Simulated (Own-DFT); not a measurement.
# One host, several defects: wurtzite GaN

No measurement is shown. These are fixed-geometry runs of a retired plane-wave code named Own-DFT, which no person has reviewed; spin and spin-orbit coupling are neglected.

Settings: PBE; PseudoDojo norm-conserving scalar-relativistic files; cutoff 42 hartree; 4 x 4 x 3 k mesh centred on Gamma; Fermi-Dirac smearing of 0.1 eV.

Keep in mind (not all hold for every row): some atoms lie very close together; not probed for a lower state with spin; forces not confirmed at this smearing and k mesh; stress not checked against mesh or cutoff.

All runs share one cell, with vectors in Å (9.567, 0.000, 0.000); (-4.784, 8.285, 0.000); (0.000, 0.000, 10.370) and a volume of 822.0 Å³. Atoms were moved at random from their sites; u is the rms move along one axis. The defect's site can differ from row to row.

| cell | formula | u (Å) | P (GPa) |
|---|---|---|---|
| no defect | Ga36N36 | 0.0196 | 5.97 |
| no defect | Ga36N36 | 0.0200 | 5.95 |
| no defect | Ga36N36 | 0.0474 | 7.24 |
| one Ga on an N site | Ga37N35 | 0.0302 | 11.88 |
| one Ga on an N site | Ga37N35 | 0.0313 | 12.15 |
| one Ga on an N site | Ga37N35 | 0.0534 | 13.73 |
| one N on a Ga site | Ga35N37 | 0.0292 | 5.36 |
| one N on a Ga site | Ga35N37 | 0.0301 | ? |
| one N on a Ga site | Ga35N37 | 0.0453 | 6.67 |
| one N on a Ga site | Ga35N37 | 0.0502 | 6.71 |

## Working it out

P = P0 + c u² + a shift for each defect gives P0 = 5.56 GPa, c = 815 ± 72 GPa/Å² and a scatter of 0.18 GPa. The shifts, and each times the cell's volume:

- one Ga on an N site: 5.74 ± 0.15 GPa, 29.4 eV
- one N on a Ga site: -0.79 ± 0.16 GPa, -4.0 eV

A positive shift means that the defect pushes the cell outwards. Shift times volume (160.2 GPa Å³ is 1 eV) depends little on the cell's size, so, taken for each site, it can be compared between cells at like pressure. The atoms around the defects weren't relaxed, which would change these numbers.

## Check

Question: what pressure belongs in the blank (one N on a Ga site, u = 0.0301 Å)?

The fit gives 5.52 ± 0.22 GPa. The calculation gave 5.36 GPa.
